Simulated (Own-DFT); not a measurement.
Simulation results for GaN (wurtzite, strained, atoms displaced)

All values are calculated (Own-DFT development build). A calculation, not a measurement: plane-wave PBE density functional theory by an unreviewed code, no spin, of a simulated periodic cell, stress positive in tension, free energy of the whole cell less one offset for each atom, forces on such cells passed a denser k mesh, this cell's mesh not checked; offsets are fitted by least squares, one for each functional and potential file, so energies compare only between cells with the same atoms and settings and are not formation energies; the far tail of each file's local potential was reset to the Coulomb form; each entry is a single point on an unrelaxed cell, so the pressure reflects the starting lattice, mostly measured values (interpolated for alloys), from which strain is counted, and rises with the displacements; printed positions are rounded, which can move forces by about a meV/angstrom; the program, named Own-DFT, is a retired in-house code; no spin-orbit coupling.

Common to all runs: functional PBE; potential files PseudoDojo norm-conserving, scalar-relativistic, standard set with the stringent files for Ga; wave cutoff 96 hartree; occupations Gaussian; smearing width 0.01 eV; k mesh 3 x 4 x 3 centred on Gamma.

(1) GaN (wurtzite, strained, atoms displaced)

```
GaN
1.0
     12.7560     0.0000     0.0000
     -4.7835     8.2853     0.0000
      0.0000     0.0000    10.2404
Ga N Ga N Ga N Ga N Ga N Ga N Ga N Ga N Ga N Ga N Ga N Ga N Ga N Ga N Ga N Ga N Ga N Ga N Ga N Ga N Ga N Ga N Ga N Ga N
2 2 2 2 2 2 2 2 2 2 2 2 2 2 2 2 2 2 2 2 2 2 2 2 2 2 2 2 2 2 2 2 2 2 2 2 2 2 2 2 2 2 2 2 2 2 2 2
Direct
  0.08373 0.22808 0.99766
  0.16980 0.10781 0.24926
  0.08645 0.22354 0.18776
  0.16556 0.11436 0.43419
  0.08210 0.22553 0.50380
  0.17345 0.11262 0.75884
  0.08101 0.22668 0.69429
  0.16258 0.10683 0.94026
  0.07967 0.55399 0.00398
  0.16325 0.43611 0.24115
  0.08185 0.55605 0.19226
  0.16574 0.43720 0.43740
  0.08394 0.57265 0.50610
  0.16454 0.43395 0.74771
  0.08251 0.54779 0.68814
  0.16705 0.43362 0.93978
  0.08039 0.87998 0.00214
  0.16654 0.77036 0.25312
  0.08643 0.89079 0.18533
  0.17448 0.78888 0.43027
  0.08225 0.88723 0.49903
  0.16759 0.77759 0.74428
  0.08548 0.88341 0.68474
  0.16921 0.78511 0.93485
  0.32775 0.22482 0.00422
  0.41775 0.11096 0.25305
  0.33585 0.22664 0.19554
  0.42006 0.10946 0.43877
  0.33362 0.21497 0.50448
  0.40884 0.11394 0.75007
  0.33486 0.22708 0.68640
  0.42338 0.12085 0.94713
  0.33276 0.55345 0.99427
  0.41263 0.43211 0.24361
  0.33675 0.56621 0.18943
  0.41898 0.44746 0.44579
  0.33500 0.55217 0.50213
  0.41340 0.44459 0.74571
  0.33215 0.55481 0.68586
  0.40829 0.43919 0.93054
  0.32756 0.88320 0.99715
  0.41157 0.77296 0.25761
  0.33120 0.88767 0.18457
  0.41080 0.77106 0.43684
  0.33169 0.87988 0.50290
  0.41642 0.77869 0.75564
  0.33132 0.88769 0.68979
  0.40533 0.76661 0.93700
  0.58966 0.22810 0.00113
  0.67291 0.10866 0.24860
  0.58726 0.21627 0.19271
  0.66355 0.10514 0.43833
  0.58320 0.21876 0.49796
  0.67114 0.11243 0.75255
  0.59289 0.23240 0.69628
  0.66398 0.11619 0.93426
  0.58053 0.54943 0.00395
  0.66226 0.43705 0.25398
  0.57531 0.54521 0.18729
  0.66508 0.44183 0.43927
  0.58694 0.55910 0.50801
  0.66310 0.44684 0.75603
  0.57670 0.55204 0.68821
  0.67252 0.44439 0.93305
  0.58337 0.89384 0.99433
  0.66011 0.77154 0.24123
  0.58607 0.88793 0.18047
  0.66937 0.78393 0.44198
  0.57869 0.88049 0.49799
  0.66663 0.76972 0.75293
  0.58718 0.89561 0.68945
  0.66571 0.77979 0.93912
  0.83511 0.22122 0.99754
  0.91640 0.10952 0.24465
  0.82946 0.22203 0.17980
  0.91939 0.10618 0.43980
  0.83192 0.22341 0.50465
  0.91622 0.09997 0.74803
  0.83134 0.22084 0.69555
  0.91403 0.11255 0.93885
  0.83881 0.55900 0.99426
  0.92302 0.45186 0.25318
  0.83253 0.55870 0.19305
  0.91468 0.43560 0.44138
  0.83897 0.54844 0.50029
  0.90994 0.44255 0.74799
  0.83384 0.54529 0.68595
  0.90899 0.43762 0.93578
  0.82963 0.88466 0.99580
  0.91063 0.77170 0.24045
  0.83110 0.88599 0.19619
  0.91142 0.76948 0.43676
  0.83165 0.88919 0.50235
  0.92532 0.78714 0.74998
  0.83780 0.88576 0.68488
  0.91661 0.78086 0.94249
```

* free energy of cell above offsets: -4.784 eV
* pressure: 9.33 GPa
* stress xx: -6.46 GPa
* stress yy: -8.4 GPa
* stress zz: -13.13 GPa
* stress yz: -0.34 GPa
* stress xz: 0.23 GPa
* stress xy: 0.32 GPa

Force:
```
element  x (eV/Å)  y (eV/Å)  z (eV/Å)
     Ga     -0.09    -2.384     0.587
     Ga     -0.93     0.077     0.081
      N    -0.223      -1.3    -0.632
      N     0.637    -0.579     1.378
     Ga     0.417     -0.43    -0.504
     Ga    -1.199    -0.239    -1.594
      N     1.353    -2.541    -0.663
      N     0.128    -0.091     0.713
     Ga     0.412    -0.048    -1.352
     Ga     0.738      1.47     1.815
      N     0.664    -0.361    -0.794
      N    -0.726     1.718    -0.191
     Ga     1.466    -2.004     -1.32
     Ga    -0.233      2.24     0.546
      N    -0.557      0.86     0.836
      N    -1.359     2.431    -0.507
     Ga     0.043     1.222    -0.229
     Ga    -0.225     1.512      -1.9
      N    -0.203    -0.918     0.863
      N    -0.956    -0.911     2.265
     Ga    -0.859     0.678    -1.297
     Ga     0.173    -1.194     0.861
      N    -0.216     1.344     0.538
      N    -0.656     -1.79    -0.159
     Ga     1.215    -0.685    -0.264
     Ga     0.529    -0.537    -0.901
      N      0.04    -2.378    -1.399
      N    -0.737    -0.725     0.665
     Ga    -0.611     0.796    -1.895
     Ga     2.774     0.064     0.967
      N     -0.63    -0.639     0.743
      N    -1.392    -0.925    -0.895
     Ga    -0.231    -0.077     1.317
     Ga    -1.211      3.24     2.469
      N     0.162    -2.381    -0.878
      N     0.735    -0.899    -1.035
     Ga    -0.967    -0.587    -1.038
     Ga    -0.114     0.297    -0.051
      N    -0.325     0.376     1.003
      N     1.295     0.348     1.181
     Ga     0.948     1.539     0.515
     Ga     0.445     1.396    -2.142
      N     0.203     0.044      0.84
      N      0.63     0.348     1.396
     Ga      0.34     1.403    -0.299
     Ga     0.397     0.016    -1.458
      N     0.412     0.506      0.01
      N     0.973     1.536      0.43
     Ga    -0.583    -0.338     0.366
     Ga    -0.908    -0.563     0.341
      N    -0.865     0.422    -0.424
      N     0.561     0.175     0.032
     Ga     0.347     0.561     1.175
     Ga    -1.288     0.069    -0.764
      N    -1.534    -1.558    -1.283
      N     1.217    -0.818     1.191
     Ga    -0.012    -0.006    -1.443
     Ga     0.416     0.369    -0.313
      N     0.965     0.481     0.264
      N     0.318     0.335     0.596
     Ga    -0.035    -0.244     -2.17
     Ga     0.811    -0.027    -2.152
      N     0.972     0.479     1.382
      N     -1.03     1.005      2.39
     Ga    -0.751    -0.238     0.041
     Ga     0.554     0.076     1.351
      N    -1.061    -0.104     0.942
      N    -0.302    -1.272    -0.907
     Ga    -0.042     0.829     0.475
     Ga    -0.644     1.004     -0.83
      N    -0.081    -1.474      0.21
      N     -0.03    -0.994     0.096
     Ga    -1.244    -0.255    -0.536
     Ga    -0.093      0.29     0.818
      N     1.654     0.896     1.532
      N     -1.18     0.739    -0.228
     Ga     0.584    -1.672    -0.056
     Ga    -1.067     1.433       0.4
      N     1.481    -0.264    -0.903
      N     1.027    -0.931    -0.222
     Ga    -0.929    -0.507     1.187
     Ga     -1.58    -1.455    -0.268
      N     0.372    -1.669    -1.316
      N     0.894     1.084    -0.582
     Ga    -2.182     0.652    -0.389
     Ga     2.049    -0.639     0.446
      N    -1.969     2.255     0.487
      N     1.467     1.093     0.427
     Ga    -0.015     1.024     1.291
     Ga      0.87     1.449     1.763
      N    -0.482      0.05    -1.751
      N     0.736     0.448     0.107
     Ga     0.814    -0.328     -1.55
     Ga    -0.247    -1.853    -0.221
      N      -0.7    -0.609     1.349
      N     0.263    -0.241    -0.969
```

(2) GaN (wurtzite, strained, atoms displaced)

```
GaN
1.0
     12.7560     0.0000     0.0000
     -4.7835     8.2853     0.0000
      0.0000     0.0000    10.2404
Ga N Ga N Ga N Ga N Ga N Ga N Ga N Ga N Ga N Ga N Ga N Ga N Ga N Ga N Ga N Ga N Ga N Ga N Ga N Ga N Ga N Ga N Ga N Ga N
2 2 2 2 2 2 2 2 2 2 2 2 2 2 2 2 2 2 2 2 2 2 2 2 2 2 2 2 2 2 2 2 2 2 2 2 2 2 2 2 2 2 2 2 2 2 2 2
Direct
  0.08036 0.22313 0.00707
  0.17008 0.12403 0.25140
  0.08584 0.21772 0.18250
  0.16716 0.12041 0.43366
  0.08790 0.22060 0.49981
  0.16492 0.11394 0.74897
  0.08077 0.21561 0.68402
  0.16662 0.10614 0.94456
  0.07989 0.55244 0.99872
  0.16498 0.44702 0.25054
  0.08690 0.55637 0.18157
  0.17971 0.45833 0.43733
  0.08337 0.55646 0.50116
  0.16653 0.45150 0.75096
  0.08218 0.55180 0.68585
  0.16811 0.44988 0.93968
  0.08347 0.89563 0.00666
  0.16905 0.77799 0.25216
  0.08057 0.89134 0.18440
  0.16720 0.77516 0.44229
  0.08755 0.88581 0.50179
  0.16886 0.77793 0.75344
  0.08156 0.88902 0.68201
  0.16208 0.76694 0.93910
  0.33286 0.22784 0.00686
  0.41069 0.11403 0.25173
  0.33775 0.22900 0.18586
  0.41886 0.11599 0.44589
  0.33135 0.22393 0.49459
  0.41905 0.11292 0.74631
  0.33531 0.22138 0.68835
  0.42344 0.12697 0.93710
  0.33029 0.54792 0.99758
  0.41583 0.44753 0.25112
  0.32594 0.56212 0.18489
  0.40890 0.44184 0.42485
  0.32540 0.54766 0.49426
  0.41677 0.44387 0.74689
  0.33413 0.56653 0.68269
  0.42152 0.43950 0.94230
  0.33125 0.88270 0.00078
  0.41396 0.77662 0.25550
  0.32930 0.88635 0.19012
  0.41955 0.77755 0.44030
  0.33700 0.89690 0.49962
  0.41781 0.76519 0.74869
  0.32746 0.88108 0.68877
  0.41448 0.78008 0.94680
  0.58510 0.21794 0.99790
  0.66705 0.11344 0.25155
  0.57601 0.22224 0.18657
  0.67291 0.10243 0.43302
  0.59162 0.22820 0.49934
  0.67108 0.11860 0.74418
  0.58775 0.22148 0.68925
  0.66949 0.10707 0.94464
  0.58677 0.55837 0.99990
  0.66847 0.44545 0.25677
  0.57595 0.54649 0.18384
  0.66085 0.43934 0.44073
  0.58280 0.54879 0.50161
  0.66642 0.44908 0.74862
  0.58129 0.55117 0.68507
  0.66083 0.43685 0.93488
  0.58522 0.89083 0.00509
  0.66883 0.77759 0.24604
  0.57254 0.88242 0.18838
  0.66473 0.77564 0.43989
  0.58983 0.89917 0.50072
  0.66712 0.77759 0.74910
  0.58794 0.89428 0.68069
  0.66598 0.77537 0.93910
  0.83746 0.22349 0.99343
  0.92399 0.12160 0.25576
  0.83699 0.22774 0.18861
  0.91580 0.11322 0.43934
  0.83023 0.22189 0.50267
  0.91501 0.11683 0.75842
  0.83541 0.22449 0.68617
  0.91369 0.11231 0.94111
  0.82818 0.54283 0.99332
  0.91988 0.44619 0.25865
  0.83842 0.55962 0.19480
  0.91060 0.45503 0.43933
  0.83567 0.54622 0.50680
  0.91254 0.44281 0.75618
  0.82854 0.56044 0.69190
  0.91145 0.44205 0.94381
  0.83255 0.88786 0.99951
  0.91159 0.78183 0.24238
  0.83716 0.88944 0.17758
  0.91334 0.77494 0.44349
  0.83097 0.89182 0.49619
  0.92170 0.79012 0.75210
  0.83416 0.89375 0.69376
  0.90801 0.76765 0.94051
```

* free energy of cell above offsets: -3.781 eV
* pressure: 9.69 GPa
* stress xx: -7.96 GPa
* stress yy: -6.52 GPa
* stress zz: -14.57 GPa
* stress yz: 0.35 GPa
* stress xz: 0.37 GPa
* stress xy: 0.36 GPa

Force:
```
element  x (eV/Å)  y (eV/Å)  z (eV/Å)
     Ga     0.645    -0.007    -2.683
     Ga     1.211     -1.73    -1.009
      N    -1.354     1.351     2.329
      N     1.158    -1.595     0.598
     Ga    -1.733     0.831     0.029
     Ga     1.016    -0.503       0.6
      N     -0.53     1.336     1.142
      N    -0.866     1.478    -1.205
     Ga    -0.017     0.155     -0.05
     Ga     0.476    -0.112    -0.621
      N    -1.052    -0.249     1.885
      N    -5.029    -3.237    -0.956
     Ga     0.127    -0.281    -0.269
     Ga     0.754    -1.055    -0.317
      N    -1.117     0.184     0.829
      N    -0.363     -1.48    -0.539
     Ga     0.189    -1.977    -1.625
     Ga    -1.273    -0.066    -0.532
      N     0.745     0.279     2.484
      N     0.189      0.41    -0.676
     Ga    -1.677     0.262    -1.486
     Ga     -0.92    -0.124    -0.439
      N     0.838     0.314     1.861
      N    -0.521     1.464     0.161
     Ga     0.952    -1.033    -1.788
     Ga     1.234    -0.634    -0.091
      N    -1.204    -0.367     1.575
      N     0.183     0.165    -0.926
     Ga     0.404       0.3     0.772
     Ga      0.04    -0.789     0.701
      N    -0.956      0.31    -0.635
      N    -0.556    -2.101      0.01
     Ga     0.795     1.194     0.424
     Ga    -0.654     0.592    -2.642
      N     1.458    -1.019     0.378
      N     1.058     0.229     3.612
     Ga     3.861     3.104     1.272
     Ga    -0.424    -0.165     0.612
      N     0.593    -3.391     0.128
      N    -1.632     1.239    -1.218
     Ga    -0.873     1.447    -0.187
     Ga    -0.436      0.02    -0.508
      N     0.275     0.987     0.251
      N    -0.411     0.458     0.534
     Ga     0.571    -1.275      0.36
     Ga     -0.66     3.607      1.03
      N     1.296     1.049     0.136
      N     1.548     -0.95    -1.719
     Ga    -0.532     0.151     0.312
     Ga    -0.361    -0.288    -1.851
      N     1.321     0.023     0.968
      N    -1.464     2.226     0.714
     Ga    -0.511    -1.624     0.114
     Ga     0.063    -1.487     1.526
      N      -0.7     0.632    -0.606
      N    -0.091     0.619    -1.369
     Ga     0.083    -0.745    -0.186
     Ga     -0.19    -0.072    -1.726
      N     1.173     1.323     1.189
      N      1.26     0.661     0.222
     Ga    -1.406     0.891    -1.076
     Ga    -0.031    -0.837     0.311
      N    -0.479     0.647     0.617
      N     0.645     0.639     0.374
     Ga    -0.468    -0.837    -0.716
     Ga     -0.79    -0.286     0.148
      N     1.923     1.022     0.769
      N     0.252    -0.264    -0.565
     Ga    -0.524    -2.711    -0.929
     Ga    -0.078     0.198    -0.171
      N    -0.216    -0.334     2.139
      N    -0.363     0.446    -0.223
     Ga    -1.362    -0.222     1.941
     Ga    -0.762    -0.994    -1.364
      N     0.086    -0.381     0.119
      N     0.525     0.801     0.355
     Ga     1.142     0.677    -0.867
     Ga     0.918    -0.727    -1.655
      N     -0.16      0.48     0.758
      N     1.409     -0.19      0.13
     Ga    -1.554     1.371     1.739
     Ga     -0.34     0.484    -2.115
      N    -0.744    -0.955    -1.034
      N     4.352    -2.747     0.044
     Ga    -3.991     3.139      0.54
     Ga     0.052     0.927    -1.003
      N     1.499    -0.126     0.266
      N     1.574    -0.295     -1.13
     Ga    -0.069    -0.285     -1.53
     Ga     1.888    -0.695     1.656
      N    -1.827     1.194     2.279
      N     0.292     0.372    -0.716
     Ga     0.878    -0.772     0.971
     Ga    -0.385     -0.97    -0.168
      N    -0.284     0.315    -0.588
      N     0.994     0.979    -0.198
```
